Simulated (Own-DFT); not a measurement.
Hf36O71 (tetragonal hafnia with one neutral oxygen vacancy, atoms displaced) (calculated)

All values are calculated (Own-DFT development build). A calculation, not a measurement: plane-wave PBE and HSE06 DFT by an unreviewed code, no spin, of a simulated cell at Gamma alone, so results move with cell size and shape, stress positive in tension, energies less offsets, not probed for a lower state with spin; hafnium file: forces about 75 meV/angstrom off all-electron values; oxygen file: force components 24 meV/angstrom off all-electron in a glass; k mesh not checked against a denser one; forces and stress are PBE's, HSE06 gives the energy alone, and its difference from PBE has offsets of its own; offsets are fitted by least squares, one for each functional and potential file, so energies compare only between cells with the same atoms and settings and are not formation energies; the far tail of each file's local potential was reset to the Coulomb form; each entry is a single point on an unrelaxed cell, so the pressure reflects the starting lattice, taken from the Materials Project, from which strain is counted, and rises with the displacements; printed positions are rounded, which can move forces by about a meV/angstrom; the program is a retired in-house code; no spin-orbit coupling.

Common to all runs: first functional PBE; second functional HSE06; exact exchange share 0.25; screening 0.11 1/bohr; exchange divergence Gygi-Baldereschi; potential files PseudoDojo norm-conserving, scalar-relativistic, made for PBE, standard set; wave cutoff 48 hartree; occupations fixed; k mesh 1 x 1 x 1 centred on Gamma.

(1) 
```cif
# cell vector a (Å): 10.7800 0.0000 0.0000
# cell vector b (Å): 0.0000 10.7800 0.0000
# cell vector c (Å): 0.0000 0.0000 10.4493
data_Hf36O71
_symmetry_space_group_name_H-M 'P 1'
_symmetry_Int_Tables_number 1
_cell_length_a 10.7800
_cell_length_b 10.7800
_cell_length_c 10.4493
_cell_angle_alpha 90.000
_cell_angle_beta 90.000
_cell_angle_gamma 90.000
_cell_volume 1214.30
loop_
_atom_site_label
_atom_site_type_symbol
_atom_site_fract_x
_atom_site_fract_y
_atom_site_fract_z
_atom_site_occupancy
Hf1 Hf 0.99983 0.99917 0.00301 1
Hf2 Hf 0.16918 0.15894 0.24051 1
O1 O 0.00388 0.16581 0.15157 1
O2 O 0.17475 0.01567 0.34091 1
O3 O 0.00395 0.15827 0.39823 1
O4 O 0.16506 0.99663 0.10173 1
Hf3 Hf 0.98813 0.01648 0.49728 1
Hf4 Hf 0.17056 0.18223 0.76041 1
O5 O 0.00204 0.17285 0.65174 1
O6 O 0.16335 0.00338 0.83280 1
O7 O 0.99288 0.15756 0.91041 1
O8 O 0.16966 0.01365 0.59594 1
Hf5 Hf 0.98635 0.32627 0.00216 1
Hf6 Hf 0.16398 0.49126 0.24629 1
O9 O 0.99482 0.49493 0.15366 1
O10 O 0.16801 0.34297 0.36312 1
O11 O 0.00448 0.48886 0.39865 1
O12 O 0.17532 0.32776 0.10231 1
Hf7 Hf 0.99885 0.33442 0.49455 1
Hf8 Hf 0.17949 0.50343 0.74815 1
O13 O 0.98595 0.50558 0.66764 1
O14 O 0.16665 0.32613 0.84420 1
O15 O 0.00364 0.50181 0.90072 1
O16 O 0.17410 0.34794 0.60777 1
Hf9 Hf 0.99473 0.66469 0.00377 1
Hf10 Hf 0.17435 0.82750 0.25301 1
O17 O 0.00604 0.83567 0.15441 1
O18 O 0.16519 0.67055 0.34117 1
O19 O 0.99798 0.83216 0.40574 1
O20 O 0.17115 0.66127 0.10561 1
Hf11 Hf 0.99498 0.66327 0.51328 1
Hf12 Hf 0.15320 0.84378 0.74962 1
O21 O 0.99560 0.83099 0.64664 1
O22 O 0.16563 0.66360 0.83530 1
O23 O 0.99883 0.82982 0.90687 1
O24 O 0.16439 0.65546 0.57263 1
Hf13 Hf 0.34183 0.00027 0.99894 1
Hf14 Hf 0.49819 0.15738 0.24492 1
O25 O 0.31511 0.17151 0.15572 1
O26 O 0.49894 0.99327 0.34267 1
O27 O 0.33689 0.16066 0.40269 1
O28 O 0.50794 0.00469 0.10282 1
Hf15 Hf 0.33082 0.99506 0.50618 1
Hf16 Hf 0.50011 0.15717 0.74927 1
O29 O 0.33495 0.16301 0.65460 1
O30 O 0.50586 0.00610 0.83640 1
O31 O 0.32753 0.15059 0.89516 1
O32 O 0.49728 0.00160 0.60298 1
Hf17 Hf 0.31929 0.33909 0.01190 1
Hf18 Hf 0.50366 0.49033 0.26986 1
O33 O 0.32489 0.49657 0.14755 1
O34 O 0.49604 0.34570 0.34542 1
O35 O 0.32540 0.50199 0.40523 1
O36 O 0.49325 0.33255 0.10377 1
Hf19 Hf 0.34016 0.34133 0.49844 1
Hf20 Hf 0.50378 0.50030 0.75587 1
O37 O 0.33744 0.49368 0.64533 1
O38 O 0.50042 0.33390 0.84923 1
O39 O 0.33730 0.50425 0.90217 1
O40 O 0.49907 0.33025 0.58523 1
Hf21 Hf 0.33506 0.64484 0.99747 1
Hf22 Hf 0.50321 0.82992 0.25240 1
O41 O 0.33541 0.83683 0.14470 1
O42 O 0.48946 0.66326 0.34442 1
O43 O 0.34015 0.83480 0.40497 1
O44 O 0.49341 0.68174 0.10811 1
Hf23 Hf 0.33816 0.64876 0.49798 1
Hf24 Hf 0.49876 0.83649 0.73673 1
O45 O 0.32770 0.83769 0.65674 1
O46 O 0.50487 0.67576 0.83940 1
O47 O 0.33517 0.82844 0.90039 1
O48 O 0.50229 0.66968 0.59611 1
Hf25 Hf 0.66650 0.00481 0.99121 1
Hf26 Hf 0.83291 0.15960 0.24153 1
O49 O 0.67329 0.15481 0.16465 1
O50 O 0.81173 0.00952 0.34761 1
O51 O 0.83414 0.99389 0.09391 1
Hf27 Hf 0.64742 0.99769 0.49265 1
Hf28 Hf 0.83289 0.15878 0.76080 1
O52 O 0.65864 0.16496 0.66939 1
O53 O 0.84061 0.00274 0.86021 1
O54 O 0.65952 0.16405 0.90897 1
O55 O 0.83440 0.00370 0.59841 1
Hf29 Hf 0.66800 0.34094 0.99672 1
Hf30 Hf 0.83103 0.49600 0.24852 1
O56 O 0.67303 0.49382 0.15850 1
O57 O 0.83655 0.31944 0.34756 1
O58 O 0.66194 0.50021 0.38894 1
O59 O 0.82810 0.33533 0.10806 1
Hf31 Hf 0.67033 0.33016 0.50844 1
Hf32 Hf 0.83619 0.50083 0.76571 1
O60 O 0.66571 0.50554 0.65517 1
O61 O 0.83741 0.33485 0.84787 1
O62 O 0.66250 0.50221 0.90190 1
O63 O 0.83986 0.33489 0.60248 1
Hf33 Hf 0.66397 0.67580 0.99520 1
Hf34 Hf 0.83346 0.82843 0.25923 1
O64 O 0.67122 0.83299 0.15723 1
O65 O 0.84417 0.67684 0.34745 1
O66 O 0.65562 0.82702 0.40341 1
O67 O 0.83161 0.65811 0.08940 1
Hf35 Hf 0.65889 0.65570 0.49458 1
Hf36 Hf 0.82759 0.83360 0.75282 1
O68 O 0.67676 0.84438 0.65615 1
O69 O 0.82258 0.66988 0.84496 1
O70 O 0.67050 0.83838 0.90707 1
O71 O 0.83400 0.66066 0.59123 1
_calc_PBE_energy_of_cell_above_offsets '-88.362'  # eV
_calc_HSE06_less_PBE_above_offsets '0.370'  # eV
_calc_PBE_pressure 6.53  # GPa
_calc_PBE_stress_xx -4.39  # GPa
_calc_PBE_stress_yy -8.48  # GPa
_calc_PBE_stress_zz -6.73  # GPa
_calc_PBE_stress_yz 1.48  # GPa
_calc_PBE_stress_xz 1.45  # GPa
_calc_PBE_stress_xy -0.17  # GPa
```

Force:
| element | x (eV/Å) | y (eV/Å) | z (eV/Å) |
| --- | --- | --- | --- |
| Hf | 0.861 | -2.22 | 1.254 |
| Hf | -3.123 | 0.864 | 3.594 |
| O | -1.463 | 0.764 | -1.207 |
| O | 0.031 | -4.247 | 1.399 |
| O | -0.537 | 3.373 | -1.049 |
| O | 0.771 | 0.713 | -1.626 |
| Hf | 2.366 | -3.679 | 1.654 |
| Hf | 0.599 | -6.386 | -5.492 |
| O | -0.743 | -0.103 | 0.911 |
| O | -0.866 | -0.022 | 1.945 |
| O | 0.078 | 2.951 | -0.954 |
| O | -1.637 | -1.306 | -0.743 |
| Hf | 1.107 | 0.722 | 0.25 |
| Hf | -0.972 | 1.968 | 1.468 |
| O | 0.582 | -0.418 | -0.665 |
| O | 0.328 | -1.941 | -1.402 |
| O | -1.29 | 2.21 | 0.4 |
| O | -5.25 | 1.069 | 0.61 |
| Hf | 1.337 | -1.549 | 1.021 |
| Hf | -2.782 | -0.835 | -1.17 |
| O | 3.113 | 0.161 | -1.432 |
| O | 0.159 | 6.091 | 4.455 |
| O | -0.631 | -0.991 | 1.389 |
| O | -1.056 | -0.497 | -0.727 |
| Hf | 2.245 | 0.724 | 0.376 |
| Hf | -0.046 | 1.775 | -0.673 |
| O | -1.366 | -0.764 | 0.236 |
| O | 0.367 | -2.235 | 0.182 |
| O | -0.188 | 1.653 | 0.184 |
| O | -0.964 | -0.164 | -2.044 |
| Hf | 0.331 | 0.938 | -3.338 |
| Hf | 1.634 | -0.404 | -0.274 |
| O | -0.296 | -0.433 | 1.164 |
| O | 0.257 | 0.859 | 0.46 |
| O | 0.131 | -0.115 | -0.651 |
| O | 1.772 | -0.698 | 2.764 |
| Hf | -1.728 | -3.209 | 0.642 |
| Hf | -0.854 | 0.8 | 0.933 |
| O | 6.644 | -0.219 | -2.958 |
| O | 1.192 | 1.601 | 1.103 |
| O | 1.219 | 1.644 | 0.008 |
| O | -1.077 | 0.597 | -0.921 |
| Hf | -2.004 | 1.151 | -0.83 |
| Hf | -3.029 | 3.497 | -0.216 |
| O | 0.036 | 0.959 | 0.046 |
| O | 0.25 | -3.634 | 2.624 |
| O | 0.296 | 2.596 | 1.153 |
| O | 0.285 | -0.582 | -0.64 |
| Hf | 4.48 | -1.533 | -1.83 |
| Hf | -0.034 | 5.075 | -6.38 |
| O | 1.709 | -0.394 | -0.113 |
| O | -0.306 | -6.51 | 2.963 |
| O | 0.841 | -1.716 | -2.362 |
| O | 1.064 | -0.389 | -0.724 |
| Hf | -2.923 | -3.626 | -0.001 |
| Hf | 0.472 | -0.231 | -0.574 |
| O | 1.704 | 1.259 | 0.851 |
| O | 0.225 | 0.118 | -0.384 |
| O | -0.283 | -4.453 | -3.076 |
| O | 1.918 | 0.54 | 1.257 |
| Hf | -0.597 | 7.98 | 3.749 |
| Hf | -1.422 | -1.037 | -1.463 |
| O | 0.048 | 0.783 | 1.507 |
| O | 0.419 | -0.535 | 1.747 |
| O | -0.342 | -1.056 | 0.032 |
| O | 1.36 | -1.695 | -2.401 |
| Hf | -1.346 | 5.078 | 0.337 |
| Hf | -1.491 | -0.05 | 1.212 |
| O | 0.197 | -0.23 | -0.39 |
| O | 0.359 | -1.683 | 0.8 |
| O | 0.294 | 0.816 | 0.425 |
| O | -0.09 | 0.14 | 0.2 |
| Hf | 0.9 | -1.366 | 2.821 |
| Hf | 1.83 | 0.09 | 1.149 |
| O | -2.336 | 0.835 | -0.924 |
| O | 0.089 | -1.415 | 0.717 |
| O | -0.195 | 0.695 | 0.417 |
| Hf | 2.356 | 0.467 | 0.004 |
| Hf | 1.088 | 0.37 | -2.566 |
| O | 3.146 | 0.628 | -2.033 |
| O | -1.045 | -1.049 | -1.386 |
| O | 1.016 | 2.38 | -0.2 |
| O | -1.675 | 0.778 | 0.709 |
| Hf | -2.238 | -0.428 | 1.153 |
| Hf | 1.162 | 0.212 | 1.115 |
| O | -2.079 | -0.082 | -1.331 |
| O | -0.978 | 1.255 | 0.686 |
| O | 1.009 | -0.551 | 1.877 |
| O | 0.355 | -0.562 | -1.648 |
| Hf | 0.798 | -0.77 | -0.336 |
| Hf | -0.486 | 0.694 | -2.372 |
| O | -0.129 | -0.549 | -0.328 |
| O | -0.415 | -1.407 | 2.082 |
| O | -0.058 | -0.017 | 0.464 |
| O | -2.129 | -0.103 | -0.545 |
| Hf | -0.915 | 0.2 | 1.672 |
| Hf | 1.526 | 2.783 | -1.449 |
| O | -0.15 | -0.601 | -0.343 |
| O | -0.979 | -3.955 | 0.33 |
| O | 0.203 | -0.241 | 0.53 |
| O | -0.57 | 0.116 | 0.714 |
| Hf | 1.82 | 1.27 | 0.85 |
| Hf | 2.082 | 0.73 | -0.341 |
| O | -2.274 | -0.278 | -0.876 |
| O | 0.14 | -0.096 | 0.742 |
| O | -0.063 | -0.052 | -0.937 |
| O | -3.147 | 0.34 | 0.996 |

(2) 
```cif
# cell vector a (Å): 10.7800 0.0000 0.0000
# cell vector b (Å): 0.0000 10.7800 0.0000
# cell vector c (Å): 0.0000 0.0000 10.4493
data_Hf36O71
_symmetry_space_group_name_H-M 'P 1'
_symmetry_Int_Tables_number 1
_cell_length_a 10.7800
_cell_length_b 10.7800
_cell_length_c 10.4493
_cell_angle_alpha 90.000
_cell_angle_beta 90.000
_cell_angle_gamma 90.000
_cell_volume 1214.30
loop_
_atom_site_label
_atom_site_type_symbol
_atom_site_fract_x
_atom_site_fract_y
_atom_site_fract_z
_atom_site_occupancy
Hf1 Hf 0.99355 0.00717 0.00623 1
Hf2 Hf 0.17492 0.15928 0.24843 1
O1 O 0.00294 0.16815 0.15720 1
O2 O 0.17796 0.99687 0.35013 1
O3 O 0.00366 0.17689 0.40045 1
O4 O 0.16208 0.00512 0.09911 1
Hf3 Hf 0.00139 0.99512 0.49640 1
Hf4 Hf 0.16690 0.16472 0.73428 1
O5 O 0.01287 0.17108 0.64651 1
O6 O 0.15517 0.99366 0.84765 1
O7 O 0.00285 0.16895 0.90338 1
O8 O 0.16416 0.00691 0.60391 1
Hf5 Hf 0.99697 0.33994 0.99769 1
Hf6 Hf 0.16403 0.50385 0.23957 1
O9 O 0.00592 0.49887 0.16000 1
O10 O 0.17293 0.33892 0.34379 1
O11 O 0.00960 0.49972 0.39493 1
O12 O 0.15917 0.32033 0.10590 1
Hf7 Hf 0.00196 0.33057 0.50401 1
Hf8 Hf 0.17609 0.51153 0.75770 1
O13 O 0.99941 0.50647 0.64996 1
O14 O 0.17300 0.33491 0.85626 1
O15 O 0.98720 0.50633 0.89897 1
O16 O 0.16688 0.32368 0.59511 1
Hf9 Hf 0.00917 0.66666 0.00269 1
Hf10 Hf 0.16144 0.83390 0.25190 1
O17 O 0.99719 0.83024 0.16256 1
O18 O 0.17390 0.65913 0.35429 1
O19 O 0.00207 0.83353 0.40534 1
O20 O 0.16531 0.65969 0.09331 1
Hf11 Hf 0.99517 0.66080 0.51221 1
Hf12 Hf 0.16621 0.83481 0.74783 1
O21 O 0.00047 0.83364 0.65335 1
O22 O 0.15882 0.66567 0.84514 1
O23 O 0.00216 0.83134 0.90151 1
O24 O 0.17395 0.66977 0.59437 1
Hf13 Hf 0.32929 0.99452 0.00634 1
Hf14 Hf 0.50946 0.16708 0.23158 1
O25 O 0.33960 0.16039 0.14558 1
O26 O 0.50040 0.99619 0.33999 1
O27 O 0.32663 0.16564 0.40702 1
O28 O 0.49923 0.99878 0.09406 1
Hf15 Hf 0.32489 0.00212 0.50113 1
Hf16 Hf 0.52200 0.16705 0.75376 1
O29 O 0.33456 0.18446 0.64824 1
O30 O 0.49199 0.99154 0.84841 1
O31 O 0.33623 0.16724 0.89559 1
O32 O 0.50496 0.00689 0.60044 1
Hf17 Hf 0.32410 0.33052 0.99133 1
Hf18 Hf 0.50233 0.48529 0.24217 1
O33 O 0.32622 0.50205 0.14486 1
O34 O 0.50104 0.33123 0.35757 1
O35 O 0.34032 0.49609 0.41404 1
O36 O 0.49690 0.34128 0.09665 1
Hf19 Hf 0.33454 0.32831 0.49395 1
Hf20 Hf 0.49897 0.49776 0.74060 1
O37 O 0.33890 0.51727 0.65048 1
O38 O 0.50296 0.34349 0.84890 1
O39 O 0.33524 0.50215 0.90698 1
O40 O 0.50411 0.33804 0.58637 1
Hf21 Hf 0.32915 0.67131 0.99353 1
Hf22 Hf 0.50122 0.83884 0.24791 1
O41 O 0.33622 0.83778 0.15188 1
O42 O 0.50245 0.66892 0.34258 1
O43 O 0.33941 0.85421 0.40364 1
O44 O 0.48762 0.67196 0.09796 1
Hf23 Hf 0.33719 0.67429 0.49332 1
Hf24 Hf 0.50240 0.82993 0.75527 1
O45 O 0.32842 0.83752 0.63903 1
O46 O 0.49443 0.65762 0.85682 1
O47 O 0.32554 0.82027 0.91136 1
O48 O 0.49212 0.66908 0.59318 1
Hf25 Hf 0.67466 0.00644 0.01869 1
Hf26 Hf 0.83590 0.17048 0.24264 1
O49 O 0.67656 0.16536 0.16364 1
O50 O 0.84837 0.99406 0.35628 1
O51 O 0.67013 0.15942 0.40771 1
O52 O 0.83493 0.00329 0.09806 1
Hf27 Hf 0.67489 0.00134 0.49520 1
Hf28 Hf 0.82666 0.15976 0.73866 1
O53 O 0.68504 0.15452 0.64620 1
O54 O 0.83861 0.00447 0.84138 1
O55 O 0.82917 0.00006 0.57941 1
Hf29 Hf 0.65638 0.33451 0.99956 1
Hf30 Hf 0.81126 0.48986 0.23956 1
O56 O 0.67172 0.49737 0.14825 1
O57 O 0.84071 0.33263 0.33089 1
O58 O 0.66518 0.50798 0.40123 1
O59 O 0.83099 0.34289 0.09743 1
Hf31 Hf 0.66547 0.32032 0.50944 1
Hf32 Hf 0.84059 0.49103 0.74694 1
O60 O 0.66336 0.49571 0.64952 1
O61 O 0.83311 0.33526 0.85522 1
O62 O 0.66290 0.49964 0.89379 1
O63 O 0.84772 0.33001 0.60006 1
Hf33 Hf 0.66543 0.66692 0.99926 1
Hf34 Hf 0.83880 0.81707 0.25235 1
O64 O 0.66762 0.83206 0.15749 1
O65 O 0.84106 0.66416 0.35408 1
O66 O 0.66512 0.83334 0.40890 1
O67 O 0.81828 0.66253 0.09525 1
Hf35 Hf 0.65993 0.65962 0.49374 1
Hf36 Hf 0.82064 0.84060 0.74517 1
O68 O 0.67667 0.83141 0.65023 1
O69 O 0.85066 0.66155 0.85138 1
O70 O 0.65793 0.81749 0.89391 1
O71 O 0.84107 0.67483 0.58943 1
_calc_PBE_energy_of_cell_above_offsets '-87.560'  # eV
_calc_HSE06_less_PBE_above_offsets '0.546'  # eV
_calc_PBE_pressure 5.53  # GPa
_calc_PBE_stress_xx -9.32  # GPa
_calc_PBE_stress_yy -1.91  # GPa
_calc_PBE_stress_zz -5.35  # GPa
_calc_PBE_stress_yz -0.15  # GPa
_calc_PBE_stress_xz -1.6  # GPa
_calc_PBE_stress_xy 0.25  # GPa
```

Force:
| element | x (eV/Å) | y (eV/Å) | z (eV/Å) |
| --- | --- | --- | --- |
| Hf | 2.886 | -0.154 | -2.9 |
| Hf | -0.794 | 2.964 | 1.047 |
| O | -1.164 | -0.881 | -0.677 |
| O | -1.475 | 0.046 | -0.142 |
| O | 0.032 | -2.236 | -0.06 |
| O | 0.16 | -0.505 | 0.418 |
| Hf | -0.224 | 0.816 | -0.444 |
| Hf | 1.954 | 0.5 | 2.637 |
| O | -4.189 | -0.761 | -0.074 |
| O | 1.25 | 1.005 | 0.194 |
| O | -0.406 | 0.028 | 0.526 |
| O | 0.424 | -0.345 | -0.478 |
| Hf | 0.998 | -0.519 | 0.103 |
| Hf | 0.736 | -1.226 | 3.534 |
| O | -3.227 | 0.194 | -2.689 |
| O | 0.808 | -1.3 | -0.227 |
| O | -0.662 | -0.303 | 2.15 |
| O | 1.23 | 0.351 | -1.656 |
| Hf | 2.943 | 1.879 | -2.703 |
| Hf | 0.041 | -2.277 | -2.203 |
| O | 1.182 | -0.329 | 0.516 |
| O | -0.501 | 0.827 | -0.814 |
| O | 1.566 | -1.896 | 0.783 |
| O | 0.314 | 1.15 | 0.473 |
| Hf | -3.546 | 0.481 | -1.828 |
| Hf | 1.505 | -1.329 | 1.454 |
| O | 0.736 | -0.133 | -1.684 |
| O | 0.553 | 2.47 | -1.762 |
| O | 0.927 | -0.756 | -0.415 |
| O | 0.81 | 1.154 | 0.928 |
| Hf | 3.354 | -0.894 | -3.019 |
| Hf | -0.867 | 0.078 | -0.455 |
| O | -0.429 | 0.831 | -0.048 |
| O | 0.145 | 0.958 | 1.068 |
| O | -0.143 | 0.778 | 1.932 |
| O | -0.932 | -0.099 | 1.06 |
| Hf | -0.368 | 0.697 | -1.596 |
| Hf | -3.34 | -1.203 | 3.839 |
| O | 0.287 | 0.127 | 0.13 |
| O | 0.819 | 3.178 | -0.338 |
| O | 0.219 | -0.367 | -1.784 |
| O | 1.665 | 0.744 | 0.164 |
| Hf | 1.716 | 0.848 | 1.486 |
| Hf | -4.719 | -1.503 | -0.035 |
| O | 1.655 | -0.798 | 0.865 |
| O | 0.739 | 1.371 | -0.063 |
| O | 0.507 | -0.921 | 0.733 |
| O | 0.27 | 0.387 | 0.068 |
| Hf | -1.727 | 0.242 | 0.403 |
| Hf | -3.12 | 2.847 | 1.636 |
| O | 2.014 | -1.059 | 0.769 |
| O | 1.084 | -1.178 | -2.409 |
| O | 0.903 | 1.021 | -1.188 |
| O | 0.497 | -1.052 | 0.77 |
| Hf | -2.05 | 0.573 | 0.165 |
| Hf | 0.162 | 1.712 | 1.115 |
| O | -1.361 | -1.229 | 1.052 |
| O | 0.612 | -2.812 | -0.283 |
| O | -0.966 | -0.773 | -1.37 |
| O | 0.497 | -0.838 | 2.275 |
| Hf | 1.725 | -4.324 | 3.113 |
| Hf | -0.496 | -2.018 | 0.745 |
| O | -1.805 | 0.612 | 0.022 |
| O | -0.068 | -0.508 | -0.037 |
| O | 0.038 | -3.782 | -1.376 |
| O | 2.162 | -0.423 | -0.135 |
| Hf | -1.653 | -0.643 | -0.736 |
| Hf | -0.311 | -0.859 | -1.366 |
| O | 0.967 | 0.276 | 2.15 |
| O | -0.07 | 1.116 | -1.977 |
| O | 0.032 | 5.081 | -3.073 |
| O | 2.822 | 0.523 | 1.061 |
| Hf | -2.147 | -1.88 | -2.51 |
| Hf | 4.575 | -0.904 | 3.521 |
| O | -1.981 | -0.235 | -3.465 |
| O | -0.9 | 0.754 | -2.52 |
| O | 0.057 | 2.185 | -1.305 |
| O | -0.548 | 0.046 | 0.861 |
| Hf | -3.369 | -2.902 | -1.201 |
| Hf | 7.368 | 1.996 | 3.221 |
| O | -5.171 | 1.688 | -1.067 |
| O | -1.38 | -0.165 | 0.929 |
| O | 3.136 | 0.186 | 3.696 |
| Hf | 1.978 | 1.98 | -2.492 |
| Hf | 7.913 | 2.017 | 3.934 |
| O | -6.305 | -0.374 | -2.741 |
| O | -1.371 | -0.384 | 1.823 |
| O | 0.38 | -3.718 | -1.658 |
| O | -0.809 | -0.977 | -0.671 |
| Hf | 0.969 | 2.258 | -1.983 |
| Hf | -0.711 | 2.194 | 1.336 |
| O | 1.531 | 0.086 | -0.606 |
| O | -0.787 | -1.907 | -1.077 |
| O | 0.424 | -0.321 | 1.566 |
| O | -3.607 | -0.127 | 0.687 |
| Hf | -1.919 | -1.125 | -0.993 |
| Hf | -1.473 | 0.567 | 2.056 |
| O | 0.685 | 0.935 | -1.023 |
| O | -0.676 | -0.589 | -1.158 |
| O | 0.204 | -0.383 | -0.73 |
| O | 2.91 | 0.358 | 1.355 |
| Hf | 0.407 | 2.519 | 1.08 |
| Hf | 4.509 | -3.272 | 1.879 |
| O | -3.941 | 0.111 | -0.57 |
| O | -2.008 | 1.179 | -1.69 |
| O | 0.893 | 2.92 | 0.213 |
| O | -4.171 | -0.339 | 1.957 |
